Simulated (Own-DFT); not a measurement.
# Computed records: SiC (twinned 3C silicon carbide, atoms displaced), GaAs (zincblende with one plane slipped along a stacking-fault path, atoms displaced)

Computed with Own-DFT development build. A calculation, not a measurement: plane-wave PBE density functional theory by an unreviewed code, no spin, of a simulated periodic cell, stress positive in tension, free energy of the whole cell less one offset for each atom, forces on such cells passed a denser k mesh, this cell's mesh not checked; offsets are fitted by least squares, one for each functional and potential file, so energies compare only between cells with the same atoms and settings and are not formation energies; the far tail of each file's local potential was reset to the Coulomb form; each entry is a single point on an unrelaxed cell, so the pressure reflects the starting lattice, mostly measured values (interpolated for alloys), from which strain is counted, and rises with the displacements; printed positions are rounded, which can move forces by about a meV/angstrom; the program, named Own-DFT, is a retired in-house code; no spin-orbit coupling.

Common to all runs: functional PBE; potential files PseudoDojo norm-conserving, scalar-relativistic, standard set; wave cutoff 42 hartree; occupations Fermi-Dirac; smearing width 0.1 eV.

(1) SiC (twinned 3C silicon carbide, atoms displaced)

```
CELL_PARAMETERS angstrom
6.53940 -6.53940 0.00000
0.00000 6.53940 -6.53940
8.71920 8.71920 8.71920
ATOMIC_POSITIONS crystal
Si 0.00186 0.99531 0.43530
C 0.99563 0.99652 0.06882
Si 0.10968 0.22099 0.10269
C 0.11527 0.23050 0.22643
Si 0.22304 0.11349 0.27098
C 0.22341 0.11734 0.39631
Si 0.00337 0.33295 0.43872
C 0.00247 0.33746 0.06427
Si 0.11370 0.55974 0.10392
C 0.10946 0.55492 0.23017
Si 0.22026 0.44651 0.26938
C 0.22526 0.44322 0.39885
Si 0.00268 0.66565 0.43609
C 0.99893 0.66430 0.06275
Si 0.11724 0.89332 0.10918
C 0.11130 0.88581 0.22782
Si 0.22281 0.77490 0.27246
C 0.22589 0.77398 0.39530
Si 0.32871 0.99708 0.43815
C 0.33554 0.00060 0.06040
Si 0.43775 0.21684 0.10414
C 0.44252 0.21983 0.22743
Si 0.55403 0.11300 0.27168
C 0.55690 0.10957 0.39183
Si 0.33333 0.32937 0.43659
C 0.32985 0.33077 0.06319
Si 0.44930 0.56154 0.10467
C 0.44380 0.55285 0.22947
Si 0.55989 0.44433 0.26897
C 0.55781 0.44497 0.39421
Si 0.33568 0.66968 0.43728
C 0.33969 0.66949 0.06096
Si 0.43736 0.88751 0.10202
C 0.45023 0.89021 0.22978
Si 0.56127 0.77460 0.27382
C 0.55442 0.77605 0.39502
Si 0.66625 0.99716 0.44082
C 0.66838 0.00351 0.05903
Si 0.78701 0.22893 0.10477
C 0.77637 0.22021 0.23154
Si 0.88724 0.10970 0.27158
C 0.88546 0.10936 0.39509
Si 0.66821 0.33520 0.43603
C 0.66780 0.33016 0.06303
Si 0.77773 0.55305 0.10387
C 0.78292 0.55776 0.22979
Si 0.89067 0.45061 0.27199
C 0.89350 0.44049 0.39616
Si 0.66106 0.66453 0.43965
C 0.66566 0.66931 0.06158
Si 0.77790 0.89016 0.10358
C 0.78388 0.88855 0.22912
Si 0.88987 0.77462 0.27382
C 0.89273 0.78133 0.39373
Si 0.99709 0.99900 0.93751
C 0.00295 0.99917 0.56477
Si 0.88711 0.77590 0.60180
C 0.88586 0.77246 0.72787
Si 0.77433 0.89047 0.77531
C 0.77917 0.89362 0.89731
Si 0.00357 0.67577 0.93113
C 0.00188 0.66498 0.56277
Si 0.89343 0.44571 0.60542
C 0.89243 0.44242 0.73178
Si 0.77858 0.55769 0.76736
C 0.78268 0.55872 0.89457
Si 0.99809 0.33255 0.93751
C 0.99959 0.33454 0.56170
Si 0.88330 0.10505 0.60497
C 0.89363 0.11877 0.72847
Si 0.77849 0.21869 0.77186
C 0.77278 0.21319 0.89650
Si 0.66115 0.99647 0.93521
C 0.66784 0.00577 0.56418
Si 0.55234 0.77550 0.60478
C 0.55860 0.78274 0.72948
Si 0.43891 0.88661 0.77434
C 0.44529 0.88489 0.89614
Si 0.67067 0.66637 0.93472
C 0.66316 0.66582 0.55744
Si 0.55633 0.44183 0.60463
C 0.55583 0.44522 0.72470
Si 0.44111 0.55519 0.77003
C 0.44397 0.55040 0.89774
Si 0.67196 0.33310 0.94079
C 0.66779 0.33527 0.56352
Si 0.55751 0.11001 0.60418
C 0.55835 0.11222 0.73027
Si 0.45318 0.22754 0.77137
C 0.44422 0.22157 0.89971
Si 0.33268 0.99738 0.93686
C 0.32718 0.99753 0.56726
Si 0.21650 0.77313 0.60489
C 0.21727 0.77635 0.73206
Si 0.11462 0.89052 0.76979
C 0.11199 0.88966 0.89592
Si 0.34092 0.67199 0.93777
C 0.32886 0.66552 0.56027
Si 0.22329 0.44669 0.60525
C 0.23104 0.45496 0.72832
Si 0.11081 0.54921 0.77247
C 0.11313 0.55529 0.89918
Si 0.33355 0.33674 0.93543
C 0.33610 0.33265 0.56268
Si 0.22218 0.10365 0.60733
C 0.22194 0.11086 0.72749
Si 0.10018 0.21769 0.77288
C 0.10967 0.22104 0.89594
```

| Quantity | Value |
| --- | --- |
| hardware | one NVIDIA H200 |
| k mesh | 4 x 4 x 2 centred on Gamma |
| free energy of cell above offsets | -15.942 eV |
| pressure | 3.76 GPa |
| stress xx | -3.99 GPa |
| stress yy | -3.78 GPa |
| stress zz | -3.52 GPa |
| stress yz | -0.4 GPa |
| stress xz | -0.64 GPa |
| stress xy | -0.48 GPa |
| wall time | 599.5 s |

Force:
```csv
element,x (eV/Å),y (eV/Å),z (eV/Å)
Si,0.396,1.922,-0.646
C,-0.055,-1.589,-1.578
Si,0.314,0.509,-0.053
C,-0.201,0.101,1.718
Si,-0.585,-0.02,-0.205
C,-0.719,-1.499,1.194
Si,-0.325,-0.5,0.139
C,-0.064,-0.825,-0.327
Si,-0.028,-0.313,0.052
C,0.102,-0.139,-0.682
Si,0.992,-0.067,0.681
C,-0.746,-0.245,-0.976
Si,-0.014,0.092,0.508
C,0.182,0.156,-1.244
Si,-2.308,-1.181,-0.221
C,1.667,1.311,0.787
Si,0.161,-0.661,-1.179
C,-0.409,1.396,-0.453
Si,0.787,-0.284,-0.515
C,-0.556,0.771,0.568
Si,0.733,-0.439,-1.164
C,0.516,0.349,0.019
Si,-0.485,-1.512,-0.147
C,0.892,1.857,1.363
Si,1.155,1.065,-0.687
C,0.202,-0.233,-0.861
Si,-0.646,-0.386,0.9
C,0.474,0.071,-0.438
Si,-0.477,0.458,0.232
C,-0.108,0.029,0.104
Si,-0.276,-0.852,0.966
C,-0.431,0.894,0.499
Si,2.451,-0.674,0.078
C,-0.817,0.083,0.373
Si,-1.208,-0.159,-1.47
C,0.959,0.588,0.4
Si,-0.792,-0.462,-1.345
C,0.337,0.645,0.791
Si,-1.048,0.401,1.413
C,-0.012,0.05,-1.087
Si,0.163,-0.369,-0.623
C,1.064,-0.231,0.651
Si,0.276,-0.329,0.631
C,0.16,0.995,0.072
Si,-0.032,0.222,-0.597
C,-0.815,0.291,0.093
Si,-0.261,-1.311,1.347
C,-0.373,1.083,-0.781
Si,-0.579,-1.759,-1.301
C,0.517,-0.929,0.319
Si,-0.46,0.689,0.472
C,-0.355,0.519,0.452
Si,-0.759,-0.646,-1.707
C,0.151,0.175,1.921
Si,1.357,0.348,0.432
C,-1.122,-0.083,-0.193
Si,0.188,0.186,0.209
C,0.509,0.956,-1.216
Si,-0.104,-1.835,-0.994
C,-0.676,-0.618,0.637
Si,1.022,0.067,2.92
C,-0.838,0.493,-0.203
Si,-0.654,0.079,0.421
C,-0.815,0.134,-0.245
Si,0.324,-0.157,1.192
C,-0.786,-0.339,0.272
Si,0.38,0.396,0.417
C,0.649,-0.083,1.135
Si,1.201,-0.556,-1.482
C,-1.352,-0.081,1.702
Si,-0.184,0.795,-0.593
C,0.454,0.17,-1.409
Si,1.613,0.433,0.434
C,-0.652,-0.944,1.325
Si,-0.136,-0.016,-0.53
C,-0.489,0.364,0.757
Si,-0.446,-1.029,-1.204
C,-0.548,0.753,-0.63
Si,0.167,0.904,0.615
C,1.742,1.305,1.426
Si,-1.102,-0.259,-0.967
C,1.178,1.16,0.738
Si,1.609,-0.576,-0.234
C,-0.123,-0.133,-2.145
Si,-0.977,0.029,-0.546
C,0.09,-0.704,0.154
Si,-0.375,1.484,-0.275
C,-0.294,-0.15,0.434
Si,-0.973,0.587,0.644
C,-0.216,-0.883,-1.013
Si,0.205,0.345,-0.356
C,0.296,-2.301,-0.383
Si,1.013,0.051,-0.226
C,0.165,-1.228,0.148
Si,-0.824,0.857,0.073
C,-0.167,0.221,-1.349
Si,-1,-0.266,1.662
C,1.267,0.48,0.162
Si,-0.654,-1.16,0.063
C,-1.442,0.072,1.867
Si,0.534,1.022,-0.771
C,-0.454,-0.493,-0.848
Si,0.43,-0.028,1.961
C,-0.317,0.286,0.527
Si,-0.564,1.17,-2.011
C,1.226,1.223,0.652
Si,2.006,-1.795,-1.567
C,-0.046,0.25,-0.043
```

(2) GaAs (zincblende with one plane slipped along a stacking-fault path, atoms displaced)

```
CELL_PARAMETERS angstrom
5.65330 -5.65330 0.00000
0.00000 5.65330 -5.65330
12.06040 12.06040 9.79910
ATOMIC_POSITIONS crystal
Ga 0.99583 0.99710 0.00128
As 0.98765 0.96647 0.12590
Ga 0.14413 0.28641 0.16662
As 0.12149 0.25536 0.29270
Ga 0.28050 0.08009 0.33316
As 0.26827 0.04642 0.45562
Ga 0.06174 0.13645 0.50402
As 0.05215 0.09839 0.62313
Ga 0.20815 0.41292 0.66563
As 0.19875 0.39190 0.79192
Ga 0.35223 0.20432 0.83335
As 0.33092 0.17523 0.95881
Ga 0.00399 0.50848 0.00006
As 0.98395 0.46342 0.12293
Ga 0.14080 0.79153 0.16349
As 0.12012 0.75450 0.29142
Ga 0.29108 0.57901 0.33381
As 0.27366 0.54916 0.45405
Ga 0.07146 0.64040 0.50352
As 0.04167 0.59425 0.62286
Ga 0.20971 0.91388 0.66465
As 0.19462 0.89794 0.79141
Ga 0.35442 0.71045 0.83363
As 0.33507 0.67381 0.95887
Ga 0.49221 0.99676 0.00182
As 0.48065 0.97024 0.12346
Ga 0.64433 0.28845 0.16534
As 0.63457 0.25906 0.29369
Ga 0.78583 0.07246 0.33412
As 0.77674 0.04738 0.45802
Ga 0.56530 0.13830 0.50236
As 0.55479 0.10084 0.62616
Ga 0.71266 0.42330 0.66437
As 0.69518 0.39132 0.79192
Ga 0.85117 0.21182 0.83134
As 0.84187 0.18089 0.95764
Ga 0.50159 0.49914 0.00163
As 0.48209 0.46532 0.12403
Ga 0.64758 0.79198 0.16639
As 0.62844 0.76273 0.29110
Ga 0.79962 0.57952 0.33147
As 0.76637 0.54127 0.45707
Ga 0.56777 0.63447 0.49963
As 0.54641 0.59879 0.62422
Ga 0.72160 0.92707 0.66664
As 0.69353 0.88638 0.79107
Ga 0.85464 0.71194 0.83547
As 0.83611 0.67567 0.95626
```

| Item | Value |
| --- | --- |
| k mesh | 4 x 4 x 2 centred on Gamma |
| free energy of cell above offsets | -16.949 eV |
| pressure | 4.35 GPa |
| stress xx | -5.24 GPa |
| stress yy | -5.18 GPa |
| stress zz | -2.62 GPa |
| stress yz | -0.49 GPa |
| stress xz | -0.19 GPa |
| stress xy | -0.1 GPa |

Force:
```csv
element,x (eV/Å),y (eV/Å),z (eV/Å)
Ga,-0.266,0.008,-0.117
As,-0.664,0.354,-0.293
Ga,0.192,0.2,-0.041
As,-0.082,-0.234,-0.447
Ga,0.196,-0.676,-0.244
As,-0.662,-0.533,1.484
Ga,1.266,-0.094,-1.646
As,0.635,0.198,0.567
Ga,0.292,0.547,-0.272
As,-0.499,-0.085,0.176
Ga,0.538,0.504,-0.599
As,0.243,-0.235,-0.108
Ga,-0.515,-0.288,0.362
As,0.188,0.399,0.007
Ga,0.561,-0.298,0.823
As,0.72,-0.968,-0.806
Ga,-0.606,-0.14,-0.574
As,-0.601,-0.339,1.59
Ga,-0.075,0.509,-1.698
As,1.109,-0.025,0.441
Ga,0.353,0.248,-0.078
As,-0.512,-0.816,0.745
Ga,-0.08,0.227,-0.292
As,0.373,-0.208,-0.346
Ga,-0.093,-0.601,-0.653
As,0.404,-0.047,0.574
Ga,0.382,0.281,0.123
As,-0.98,-0.092,0.089
Ga,0.187,0.318,-0.295
As,-1.958,-0.441,1.251
Ga,0.861,0.595,-1.241
As,-0.182,0.062,0.253
Ga,-0.123,0.733,0.336
As,-0.331,-0.031,-0.217
Ga,0.465,-0.188,0.166
As,-0.295,0.362,0.176
Ga,-0.495,-0.188,-0.134
As,0.446,0.342,0.052
Ga,-0.292,0.116,-0.005
As,-0.104,-0.671,0.631
Ga,-0.66,1.096,0.278
As,-0.312,-1.932,1.131
Ga,0.895,1.615,-1.146
As,0.244,0.071,-0.17
Ga,-0.463,0.086,0.412
As,0.076,0.158,-0.091
Ga,-0.314,-0.467,-0.422
As,0.539,0.568,0.269
```

(3) SiC (twinned 3C silicon carbide, atoms displaced)

```
CELL_PARAMETERS angstrom
4.35960 -4.35960 0.00000
0.00000 4.35960 -4.35960
8.71920 8.71920 8.71920
ATOMIC_POSITIONS crystal
Si 0.98349 0.99001 0.43976
C 0.99319 0.99587 0.06294
Si 0.15969 0.33541 0.09988
C 0.16654 0.33573 0.23205
Si 0.32743 0.16452 0.27230
C 0.33904 0.16424 0.39653
Si 0.99500 0.51195 0.43888
C 0.00399 0.49842 0.06088
Si 0.16515 0.82793 0.10463
C 0.16959 0.82761 0.23083
Si 0.32928 0.66001 0.26939
C 0.32794 0.67392 0.39558
Si 0.48966 0.99461 0.43821
C 0.50721 0.99373 0.06235
Si 0.66347 0.32834 0.10210
C 0.66407 0.33927 0.23050
Si 0.83203 0.17356 0.26937
C 0.83107 0.16448 0.39627
Si 0.50029 0.49455 0.43689
C 0.50997 0.50203 0.06345
Si 0.66476 0.83589 0.10441
C 0.66361 0.82894 0.22884
Si 0.83390 0.66610 0.27118
C 0.83128 0.66326 0.39855
Si 0.00561 0.00187 0.93816
C 0.00276 0.99602 0.56380
Si 0.83305 0.67025 0.60425
C 0.83991 0.67094 0.72977
Si 0.66497 0.83285 0.77072
C 0.67381 0.83693 0.89679
Si 0.99436 0.49202 0.93566
C 0.99587 0.48853 0.56427
Si 0.83506 0.16783 0.60417
C 0.84041 0.17603 0.72843
Si 0.66477 0.34266 0.77014
C 0.66612 0.33154 0.89535
Si 0.50794 0.00986 0.93883
C 0.49555 0.99227 0.56392
Si 0.32502 0.66197 0.60260
C 0.32953 0.66568 0.72795
Si 0.16755 0.84009 0.76964
C 0.16964 0.83733 0.89376
Si 0.50327 0.49833 0.93788
C 0.50692 0.50712 0.56080
Si 0.33876 0.18204 0.60149
C 0.34883 0.16904 0.72925
Si 0.17065 0.33116 0.76802
C 0.16514 0.32950 0.89748
```

| Property | Result |
| --- | --- |
| hardware | one NVIDIA H100 |
| k mesh | 5 x 5 x 2 centred on Gamma |
| free energy of cell above offsets | -7.157 eV |
| pressure | 3.69 GPa |
| stress xx | -4.06 GPa |
| stress yy | -2.61 GPa |
| stress zz | -4.4 GPa |
| stress yz | 1.1 GPa |
| stress xz | -0.36 GPa |
| stress xy | 0.19 GPa |
| wall time | 184.5 s |

Force:
```csv
element,x (eV/Å),y (eV/Å),z (eV/Å)
Si,1.033,-0.492,-1.579
C,0.976,-0.44,-0.229
Si,2.075,-0.895,1.413
C,-1.391,-1.087,-0.177
Si,0.265,-0.535,-0.122
C,-1.374,1.351,0.092
Si,0.566,-2.345,1.816
C,-0.892,1.038,-0.259
Si,0.101,0.343,-0.516
C,-0.825,0.505,-0.86
Si,1.294,0.662,-0.104
C,-0.032,-1.235,1.161
Si,1.399,-0.7,-0.407
C,-1.013,1.822,-0.586
Si,1.09,0.491,0.302
C,-0.643,-0.903,0.21
Si,0.168,0.038,1.288
C,-0.199,0.643,-0.378
Si,-0.898,0.996,-0.576
C,-1.337,0.514,0.108
Si,0.75,-1.126,1.171
C,0.472,0.4,-0.483
Si,0.02,0.309,-0.282
C,-1.203,0.34,-1.157
Si,-0.548,-0.168,0.314
C,0.011,0.694,-0.657
Si,0.65,-0.573,0.745
C,-0.87,0.612,-0.389
Si,0.238,0.313,-0.623
C,-0.699,0.091,0.07
Si,0.891,0.026,-1.195
C,-0.39,0.817,-1.607
Si,-0.691,-0.141,1.185
C,-0.441,0.11,0.902
Si,1.477,-1.49,0.459
C,-0.011,0.222,-0.512
Si,-1.251,-1.249,0.95
C,0.038,0.484,-0.993
Si,0.901,0.066,-0.078
C,0.484,-0.204,0.077
Si,0.614,-0.752,0.538
C,0.56,0.008,0.77
Si,-0.107,0.713,-0.517
C,-0.251,0.578,0.242
Si,0.381,-1.084,1.809
C,-1.95,0.995,-0.702
Si,0.531,0.823,0.275
C,0.032,-0.585,-0.908
```
